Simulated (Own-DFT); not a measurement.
## Calculated data, GaP (zincblende, atoms displaced), Si3N4 (beta silicon nitride, strained, atoms displaced)

All values are calculated (Own-DFT development build). A calculation, not a measurement: plane-wave PBE density functional theory by an unreviewed code, no spin, of a simulated periodic cell, stress positive in tension, free energy of the whole cell less one offset for each atom, forces on such cells passed a denser k mesh, this cell's mesh not checked; offsets are fitted by least squares, one for each functional and potential file, so energies compare only between cells with the same atoms and settings and are not formation energies; the far tail of each file's local potential was reset to the Coulomb form; each entry is a single point on an unrelaxed cell, so the pressure reflects the starting lattice, mostly measured values (interpolated for alloys), from which strain is counted, and rises with the displacements; printed positions are rounded, which can move forces by about a meV/angstrom; the program, named Own-DFT, is a retired in-house code; no spin-orbit coupling.

Common to all runs: functional PBE; potential files PseudoDojo norm-conserving, scalar-relativistic, standard set; wave cutoff 42 hartree; occupations Fermi-Dirac; smearing width 0.1 eV; k mesh 3 x 3 x 3 centred on Gamma.

(1) 
```cif
# cell vector a (Å): 10.9010 0.0000 0.0000
# cell vector b (Å): 0.0000 10.9010 0.0000
# cell vector c (Å): 0.0000 0.0000 10.9010
data_GaP
_symmetry_space_group_name_H-M 'P 1'
_symmetry_Int_Tables_number 1
_cell_length_a 10.9010
_cell_length_b 10.9010
_cell_length_c 10.9010
_cell_angle_alpha 90.000
_cell_angle_beta 90.000
_cell_angle_gamma 90.000
_cell_volume 1295.39
loop_
_atom_site_label
_atom_site_type_symbol
_atom_site_fract_x
_atom_site_fract_y
_atom_site_fract_z
_atom_site_occupancy
Ga1 Ga 0.99050 0.01367 0.99850 1
Ga2 Ga 0.00549 0.23965 0.23294 1
Ga3 Ga 0.25511 0.00449 0.24879 1
Ga4 Ga 0.24223 0.23478 0.00627 1
P1 P 0.10546 0.12503 0.12624 1
P2 P 0.11229 0.39248 0.36891 1
P3 P 0.36349 0.12759 0.36281 1
P4 P 0.36590 0.38571 0.11619 1
Ga5 Ga 0.00139 0.99879 0.50354 1
Ga6 Ga 0.99479 0.23980 0.74183 1
Ga7 Ga 0.25010 0.98981 0.75969 1
Ga8 Ga 0.24931 0.24635 0.51993 1
P5 P 0.13442 0.11660 0.63015 1
P6 P 0.12593 0.38690 0.86687 1
P7 P 0.37519 0.13578 0.88878 1
P8 P 0.37184 0.37431 0.62701 1
Ga9 Ga 0.99477 0.50415 0.99732 1
Ga10 Ga 0.99141 0.74013 0.25211 1
Ga11 Ga 0.25748 0.48988 0.23974 1
Ga12 Ga 0.23880 0.74720 0.99019 1
P9 P 0.11085 0.63390 0.12530 1
P10 P 0.12666 0.88381 0.38674 1
P11 P 0.39908 0.62323 0.38083 1
P12 P 0.36794 0.87328 0.12065 1
Ga13 Ga 0.01925 0.49594 0.50921 1
Ga14 Ga 0.00391 0.73771 0.74325 1
Ga15 Ga 0.25324 0.50340 0.74283 1
Ga16 Ga 0.24451 0.75172 0.49755 1
P13 P 0.12625 0.62226 0.62765 1
P14 P 0.12369 0.87995 0.86652 1
P15 P 0.38287 0.64682 0.87498 1
P16 P 0.38410 0.86496 0.62414 1
Ga17 Ga 0.50056 0.98847 0.00764 1
Ga18 Ga 0.50184 0.24284 0.24556 1
Ga19 Ga 0.74556 0.98536 0.25143 1
Ga20 Ga 0.75727 0.24154 0.00698 1
P17 P 0.61719 0.11242 0.11236 1
P18 P 0.63738 0.38346 0.36033 1
P19 P 0.87736 0.09928 0.36431 1
P20 P 0.86487 0.38991 0.10908 1
Ga21 Ga 0.50211 0.00620 0.50252 1
Ga22 Ga 0.49709 0.25111 0.75679 1
Ga23 Ga 0.74831 0.00216 0.74975 1
Ga24 Ga 0.74800 0.25287 0.48946 1
P21 P 0.62469 0.14000 0.62218 1
P22 P 0.62126 0.37253 0.85318 1
P23 P 0.86149 0.11833 0.88666 1
P24 P 0.88529 0.35733 0.61778 1
Ga25 Ga 0.48123 0.50687 0.00567 1
Ga26 Ga 0.48851 0.73731 0.24942 1
Ga27 Ga 0.73620 0.50083 0.24796 1
Ga28 Ga 0.73724 0.76990 0.00849 1
P25 P 0.60849 0.62142 0.12891 1
P26 P 0.62560 0.87817 0.37008 1
P27 P 0.87153 0.62140 0.37242 1
P28 P 0.87963 0.87612 0.11962 1
Ga29 Ga 0.49334 0.49577 0.48813 1
Ga30 Ga 0.50312 0.75062 0.74109 1
Ga31 Ga 0.75376 0.50640 0.74798 1
Ga32 Ga 0.75155 0.73954 0.51400 1
P29 P 0.64031 0.62015 0.63652 1
P30 P 0.65228 0.86988 0.87285 1
P31 P 0.87451 0.61781 0.88311 1
P32 P 0.86305 0.88552 0.61694 1
_calc_hardware 'one NVIDIA H100'
_calc_free_energy_of_cell_above_offsets '-24.435'  # eV
_calc_pressure 5.35  # GPa
_calc_stress_xx -5.01  # GPa
_calc_stress_yy -5.31  # GPa
_calc_stress_zz -5.73  # GPa
_calc_stress_yz 0.77  # GPa
_calc_stress_xz 0.98  # GPa
_calc_stress_xy -0.16  # GPa
_calc_wall_time 599.5  # s
```

Force:
```csv
element,x (eV/Å),y (eV/Å),z (eV/Å)
Ga,0.694,-2.164,-0.369
Ga,-3.623,3.779,3.5
Ga,-1.544,-1.209,-0.698
Ga,-0.768,2.147,-0.266
P,4.025,-2.487,-1.806
P,1.97,-2.757,-1.224
P,1.337,1.233,2.244
P,0.741,-3.43,-0.2
Ga,-0.152,0.43,0.388
Ga,0.879,-0.21,1.724
Ga,2.025,1.178,-0.907
Ga,-0.402,0.602,-2.392
P,-1.071,-0.407,0.37
P,-0.355,-1.579,0.715
P,0.497,-2.262,-1.137
P,1.012,0.29,-0.331
Ga,1.513,-0.454,-0.08
Ga,0.117,1.812,0.561
Ga,-1.833,2.352,2.045
Ga,-0.247,0.7,0.67
P,1.929,-1.289,-0.47
P,0.069,-1.057,-1.945
P,-4.728,0.76,-0.442
P,-0.448,-0.847,0.467
Ga,-2.614,0.239,-0.084
Ga,-1.722,1.476,1.042
Ga,0.634,0.433,1.27
Ga,1.053,-0.631,0.131
P,1.027,0.688,-0.74
P,-1.792,-0.931,1.32
P,-0.943,-1.774,-0.318
P,-1.112,1.633,-0.519
Ga,-0.349,-0.46,-2.061
Ga,0.024,0.756,-0.469
Ga,0.386,0.744,-1.566
Ga,-2.002,1.401,-0.327
P,1.576,1.422,2.04
P,-2.925,-2.917,2.354
P,0.072,2.667,0.368
P,0.187,-1.488,1.743
Ga,-0.077,-0.228,-0.747
Ga,-0.774,-0.501,-0.975
Ga,0.027,0.884,-0.739
Ga,1.072,-0.606,-0.547
P,-0.414,-1.019,0.373
P,1.041,1.249,2.965
P,1.031,0.871,-2.543
P,-1.067,1.925,-0.429
Ga,1.613,0.101,-2.148
Ga,1.157,2.792,-0.665
Ga,2.531,2.075,-1.956
Ga,1.963,-3.517,2.051
P,1.342,0.719,-1.063
P,-1.417,-1.853,1.377
P,-0.215,-0.513,1.228
P,-0.076,-0.264,0.859
Ga,2.477,-1.907,2.373
Ga,1.853,-0.084,0.988
Ga,1.625,-2.311,1.073
Ga,0.028,1.008,-2.004
P,-2.883,0.325,-1.818
P,-4.498,1.501,-2.117
P,-0.894,2.012,-1.052
P,1.418,-1.046,0.914
```

(2) 
```cif
# cell vector a (Å): 7.4775 0.0422 0.0242
# cell vector b (Å): -3.7022 6.5796 0.0978
# cell vector c (Å): 0.0277 0.1456 8.6012
data_Si3N4
_symmetry_space_group_name_H-M 'P 1'
_symmetry_Int_Tables_number 1
_cell_length_a 7.4777
_cell_length_b 7.5503
_cell_length_c 8.6025
_cell_angle_alpha 88.503
_cell_angle_beta 89.625
_cell_angle_gamma 119.037
_cell_volume 424.39
loop_
_atom_site_label
_atom_site_type_symbol
_atom_site_fract_x
_atom_site_fract_y
_atom_site_fract_z
_atom_site_occupancy
Si1 Si 0.15598 0.76285 0.07119 1
Si2 Si 0.23588 0.40624 0.08561 1
Si3 Si 0.60419 0.83236 0.08579 1
Si4 Si 0.82570 0.23148 0.24865 1
Si5 Si 0.76195 0.58768 0.24910 1
Si6 Si 0.39119 0.16661 0.25304 1
N1 N 0.33510 0.03487 0.09344 1
N2 N 0.99335 0.31616 0.08230 1
N3 N 0.70473 0.65714 0.09282 1
N4 N 0.66954 0.95783 0.25435 1
N5 N 0.03451 0.69948 0.25219 1
N6 N 0.29508 0.32687 0.25803 1
N7 N 0.33616 0.66481 0.08105 1
N8 N 0.67283 0.33204 0.25977 1
Si7 Si 0.17625 0.77240 0.41384 1
Si8 Si 0.23161 0.41405 0.41657 1
Si9 Si 0.58722 0.82383 0.41661 1
Si10 Si 0.82766 0.22843 0.57979 1
Si11 Si 0.76447 0.59296 0.58321 1
Si12 Si 0.40799 0.17350 0.59232 1
N9 N 0.32246 0.02303 0.41510 1
N10 N 0.96710 0.29715 0.42674 1
N11 N 0.69335 0.66964 0.42584 1
N12 N 0.66849 0.97111 0.58794 1
N13 N 0.03712 0.70459 0.57620 1
N14 N 0.30182 0.33570 0.59124 1
N15 N 0.33809 0.67157 0.42347 1
N16 N 0.67495 0.33708 0.59025 1
Si13 Si 0.16910 0.76973 0.75031 1
Si14 Si 0.23639 0.39428 0.75157 1
Si15 Si 0.59147 0.83362 0.75043 1
Si16 Si 0.83069 0.22709 0.90730 1
Si17 Si 0.76650 0.59236 0.90757 1
Si18 Si 0.39655 0.16409 0.91992 1
N17 N 0.33019 0.02499 0.74486 1
N18 N 0.96064 0.30721 0.75150 1
N19 N 0.70493 0.67517 0.74955 1
N20 N 0.67448 0.96240 0.91766 1
N21 N 0.03659 0.70516 0.92155 1
N22 N 0.30094 0.32874 0.91766 1
N23 N 0.32480 0.66447 0.73944 1
N24 N 0.65623 0.32606 0.91610 1
_calc_free_energy_of_cell_above_offsets '-1.723'  # eV
_calc_pressure 17.14  # GPa
_calc_stress_xx -14.33  # GPa
_calc_stress_yy -9.81  # GPa
_calc_stress_zz -27.28  # GPa
_calc_stress_yz 8.57  # GPa
_calc_stress_xz 0.69  # GPa
_calc_stress_xy 1.63  # GPa
```

Force:
```csv
element,x (eV/Å),y (eV/Å),z (eV/Å)
Si,6.2,2.309,8.622
Si,2.455,2.361,-0.084
Si,-0.76,-3.579,0.89
Si,1.824,-0.518,0.451
Si,2.843,-0.451,5.287
Si,2.424,1.914,0.796
N,-0.71,-2.894,-2.511
N,-5.852,-3.644,-0.461
N,-3.359,2.422,-5.649
N,0.382,3.997,-2.197
N,-1.641,-0.714,-1.081
N,0.017,0.469,-0.866
N,-0.086,1.401,-0.102
N,-2.633,-0.998,-0.468
Si,0.502,-0.803,-0.523
Si,0.129,-0.158,1.599
Si,1.121,0.085,2.877
Si,-1.892,-0.424,3.488
Si,1.981,0.077,0.468
Si,0.544,1.775,-4.4
N,0.432,2.218,2.466
N,2.291,0.928,-4.805
N,0.42,-0.574,-2.71
N,-0.006,0.808,-2.377
N,-2.643,-1.017,2.85
N,1.907,-1.663,-3.228
N,-1.35,-1.346,-0.81
N,-1.971,-0.949,-0.356
Si,1.167,-1.043,-2.401
Si,-4.421,3.515,0.898
Si,-0.576,-3.084,0.56
Si,-2.589,-0.106,5.006
Si,0.381,-1.671,3.473
Si,1.197,0.945,-0.554
N,-0.436,-0.681,4.156
N,4.174,1.059,-3.42
N,-1.148,0.703,-0.575
N,0.243,2.265,-0.466
N,-4.916,-2.206,-6.07
N,0.64,-0.794,0.852
N,1.895,-0.399,1.291
N,1.82,0.463,0.082
```
